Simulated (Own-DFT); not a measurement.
GaN (wurtzite, strained, atoms displaced) (calculated)

Computed with Own-DFT development build. A calculation, not a measurement: plane-wave PBE density functional theory by an unreviewed code, no spin, of a simulated periodic cell, stress positive in tension, free energy of the whole cell less one offset for each atom, forces on such cells passed a denser k mesh, this cell's mesh not checked; offsets are fitted by least squares, one for each functional and potential file, so energies compare only between cells with the same atoms and settings and are not formation energies; the far tail of each file's local potential was reset to the Coulomb form; each entry is a single point on an unrelaxed cell, so the pressure reflects the starting lattice, mostly measured values (interpolated for alloys), from which strain is counted, and rises with the displacements; printed positions are rounded, which can move forces by about a meV/angstrom; the program, named Own-DFT, is a retired in-house code; no spin-orbit coupling.

```cif
# cell vector a (Å): 12.7560 0.0000 0.0000
# cell vector b (Å): -4.7835 8.2853 0.0000
# cell vector c (Å): 0.0000 0.0000 10.6033
data_GaN
_symmetry_space_group_name_H-M 'P 1'
_symmetry_Int_Tables_number 1
_cell_length_a 12.7560
_cell_length_b 9.5670
_cell_length_c 10.6033
_cell_angle_alpha 90.000
_cell_angle_beta 90.000
_cell_angle_gamma 120.000
_cell_volume 1120.63
loop_
_atom_site_label
_atom_site_type_symbol
_atom_site_fract_x
_atom_site_fract_y
_atom_site_fract_z
_atom_site_occupancy
Ga1 Ga 0.08688 0.23352 0.00398 1
Ga2 Ga 0.17076 0.11164 0.25603 1
N1 N 0.07869 0.23184 0.18659 1
N2 N 0.17174 0.11987 0.44784 1
Ga3 Ga 0.08212 0.21914 0.49673 1
Ga4 Ga 0.16101 0.09419 0.74147 1
N3 N 0.09280 0.22894 0.68572 1
N4 N 0.17114 0.11911 0.94550 1
Ga5 Ga 0.08127 0.55788 0.99721 1
Ga6 Ga 0.16702 0.44808 0.25264 1
N5 N 0.07985 0.54822 0.18047 1
N6 N 0.16561 0.43733 0.43705 1
Ga7 Ga 0.08476 0.55433 0.49908 1
Ga8 Ga 0.16205 0.44801 0.74779 1
N7 N 0.08197 0.56062 0.69177 1
N8 N 0.16977 0.44498 0.93233 1
Ga9 Ga 0.07794 0.88544 0.99532 1
Ga10 Ga 0.16809 0.77780 0.23798 1
N9 N 0.08475 0.88785 0.18585 1
N10 N 0.16362 0.77342 0.44192 1
Ga11 Ga 0.08692 0.89201 0.49844 1
Ga12 Ga 0.16856 0.77782 0.74823 1
N11 N 0.08389 0.90397 0.68510 1
N12 N 0.16433 0.77951 0.94879 1
Ga13 Ga 0.32963 0.22122 0.99963 1
Ga14 Ga 0.41909 0.10906 0.25019 1
N13 N 0.34348 0.22367 0.19639 1
N14 N 0.41574 0.11076 0.44404 1
Ga15 Ga 0.33324 0.22347 0.49906 1
Ga16 Ga 0.41718 0.11378 0.74991 1
N15 N 0.34008 0.22768 0.69277 1
N16 N 0.41851 0.11132 0.93043 1
Ga17 Ga 0.33155 0.54972 0.00031 1
Ga18 Ga 0.41720 0.44340 0.24621 1
N17 N 0.33565 0.55613 0.18452 1
N18 N 0.42441 0.45431 0.44269 1
Ga19 Ga 0.32397 0.55209 0.49584 1
Ga20 Ga 0.41248 0.44090 0.75329 1
N19 N 0.33404 0.55489 0.68301 1
N20 N 0.41938 0.43611 0.93995 1
Ga21 Ga 0.33003 0.88212 0.98791 1
Ga22 Ga 0.41972 0.79291 0.24724 1
N21 N 0.33417 0.89665 0.19470 1
N22 N 0.42141 0.77477 0.44348 1
Ga23 Ga 0.33452 0.89963 0.50311 1
Ga24 Ga 0.40998 0.76657 0.73956 1
N23 N 0.33689 0.88731 0.69247 1
N24 N 0.40763 0.77617 0.94114 1
Ga25 Ga 0.57853 0.21245 0.00114 1
Ga26 Ga 0.66962 0.11500 0.24437 1
N25 N 0.58872 0.21958 0.18742 1
N26 N 0.67072 0.11040 0.44163 1
Ga27 Ga 0.58545 0.21623 0.50418 1
Ga28 Ga 0.66720 0.11164 0.74906 1
N27 N 0.57530 0.22051 0.68760 1
N28 N 0.67121 0.11373 0.93589 1
Ga29 Ga 0.58461 0.56703 0.99762 1
Ga30 Ga 0.66914 0.44649 0.25840 1
N29 N 0.58438 0.55048 0.19084 1
N30 N 0.67367 0.44787 0.44213 1
Ga31 Ga 0.58036 0.55038 0.50482 1
Ga32 Ga 0.66020 0.42925 0.75477 1
N31 N 0.58339 0.55572 0.67820 1
N32 N 0.66509 0.42802 0.94484 1
Ga33 Ga 0.57905 0.88938 0.00003 1
Ga34 Ga 0.67030 0.78340 0.24898 1
N33 N 0.58357 0.89280 0.18917 1
N34 N 0.66322 0.78478 0.44152 1
Ga35 Ga 0.58216 0.88773 0.50493 1
Ga36 Ga 0.66688 0.78199 0.74430 1
N35 N 0.58710 0.88959 0.68279 1
N36 N 0.66403 0.76549 0.92919 1
Ga37 Ga 0.83358 0.21707 0.99567 1
Ga38 Ga 0.91019 0.10202 0.25290 1
N37 N 0.84034 0.22750 0.18764 1
N38 N 0.91414 0.10712 0.44187 1
Ga39 Ga 0.83372 0.22162 0.50053 1
Ga40 Ga 0.91371 0.11112 0.75387 1
N39 N 0.82460 0.21963 0.68346 1
N40 N 0.92114 0.12241 0.93634 1
Ga41 Ga 0.83368 0.55568 0.99042 1
Ga42 Ga 0.92049 0.45604 0.25044 1
N41 N 0.83577 0.56309 0.18695 1
N42 N 0.90818 0.44135 0.43698 1
Ga43 Ga 0.83751 0.55895 0.50597 1
Ga44 Ga 0.91631 0.44575 0.74780 1
N43 N 0.83414 0.54866 0.69018 1
N44 N 0.91312 0.43821 0.94282 1
Ga45 Ga 0.83468 0.88802 0.00170 1
Ga46 Ga 0.91609 0.77680 0.25336 1
N45 N 0.83357 0.87670 0.18971 1
N46 N 0.91109 0.77640 0.43757 1
Ga47 Ga 0.83467 0.88802 0.49117 1
Ga48 Ga 0.92172 0.76971 0.74550 1
N47 N 0.83509 0.89176 0.68598 1
N48 N 0.92214 0.78409 0.93747 1
_calc_functional 'PBE'
_calc_potential_files 'PseudoDojo norm-conserving, scalar-relativistic, standard set with the stringent files for Ga'
_calc_wave_cutoff 96  # hartree
_calc_occupations 'Gaussian'
_calc_smearing_width 0.01  # eV
_calc_k_mesh '3 x 4 x 3 centred on Gamma'
_calc_free_energy_of_cell_above_offsets '-4.673'  # eV
_calc_pressure 3.14  # GPa
_calc_stress_xx -5.46  # GPa
_calc_stress_yy -6.45  # GPa
_calc_stress_zz 2.48  # GPa
_calc_stress_yz -0.43  # GPa
_calc_stress_xz -0.51  # GPa
_calc_stress_xy 0.04  # GPa
```

Force:
```
element  x (eV/Å)  y (eV/Å)  z (eV/Å)
     Ga     0.226    -0.885    -0.334
     Ga    -0.432     0.314    -0.884
      N     1.391    -1.343     0.906
      N    -0.285    -1.459    -1.624
     Ga    -0.619    -0.021     1.205
     Ga     0.332     6.889     2.846
      N    -1.417    -0.595    -0.015
      N    -1.286    -1.508    -1.189
     Ga     0.508    -1.116     0.046
     Ga     0.263    -0.033     -0.74
      N     0.513     1.367     0.868
      N    -1.316     0.483     -0.34
     Ga    -0.881    -0.426    -0.009
     Ga     1.579    -0.693     0.232
      N     0.037    -0.269    -0.921
      N    -0.906     0.737     0.223
     Ga     1.013      2.03     1.446
     Ga    -0.348    -0.537     1.057
      N    -0.654     0.551     0.476
      N     0.368     0.576    -0.701
     Ga    -0.774    -0.349    -0.352
     Ga    -0.267     0.843     0.593
      N     1.264    -5.956    -1.478
      N    -0.117    -0.301    -2.018
     Ga      1.69    -0.389     0.791
     Ga     0.713     1.034     0.901
      N    -1.774    -0.362    -1.091
      N       0.4     0.763    -0.893
     Ga     1.108     1.661     0.971
     Ga     -0.32     -0.56     0.179
      N    -1.304     -1.42    -1.003
      N     -0.64    -0.662     1.322
     Ga     0.264     0.356     -0.11
     Ga     0.321     0.843     1.223
      N    -0.578     0.384     0.578
      N    -1.877    -1.692    -1.273
     Ga     2.471      0.66     0.469
     Ga     0.657     0.751    -0.421
      N    -0.768    -0.925     0.249
      N    -0.945     1.382    -0.289
     Ga    -0.862     2.047      1.52
     Ga     0.612     -1.76     1.114
      N     0.222    -0.983    -1.567
      N    -2.181     0.553    -0.993
     Ga     0.826    -1.992    -0.112
     Ga     1.385     1.215     1.177
      N    -1.403     0.408      -0.6
      N     2.599    -1.044    -1.209
     Ga     0.332     0.193     0.418
     Ga     1.121     0.154     1.261
      N    -1.411     0.489     0.137
      N    -0.869     -0.22    -0.883
     Ga    -0.244     0.856    -0.585
     Ga    -1.078    -0.609     0.174
      N      1.91    -0.566    -0.261
      N    -0.628     -1.14    -0.137
     Ga     1.119    -3.203     1.415
     Ga     0.358    -0.182    -0.789
      N     -0.31     1.137    -0.672
      N    -0.799    -0.665     0.119
     Ga      1.03     1.178    -1.388
     Ga    -0.517     1.843     0.109
      N     0.218     -0.26      3.05
      N    -0.858     1.937    -1.257
     Ga      0.39    -0.211    -0.392
     Ga    -0.898    -1.367     1.057
      N     0.633    -0.201    -0.913
      N     1.758    -0.983    -1.095
     Ga     0.201     0.514    -0.854
     Ga      1.02     -0.99    -0.309
      N    -1.439     0.167     1.531
      N    -0.258     3.035     0.416
     Ga    -0.521      0.78     1.494
     Ga     0.345     1.065    -0.252
      N    -0.705    -0.545    -0.133
      N     0.487     0.785    -0.958
     Ga    -0.195    -0.083    -0.196
     Ga     0.782     0.144    -1.152
      N     1.756     0.931     0.602
      N     0.744    -1.669     0.203
     Ga    -0.331    -0.269     1.548
     Ga    -0.471    -1.152    -0.219
      N      0.07    -0.761    -0.403
      N     1.952     0.558     0.129
     Ga    -0.723    -0.319    -0.418
     Ga     0.383    -1.349     1.019
      N    -0.988     0.635    -0.018
      N     0.469     0.875    -1.435
     Ga    -0.324     0.318    -0.591
     Ga     1.253    -0.373    -0.128
      N     -1.07     1.695     -0.83
      N     1.929      0.21     0.133
     Ga    -1.651    -0.248     1.834
     Ga    -2.175     0.988     0.452
      N     0.665    -0.448     0.067
      N    -1.274    -1.239    -1.127
```
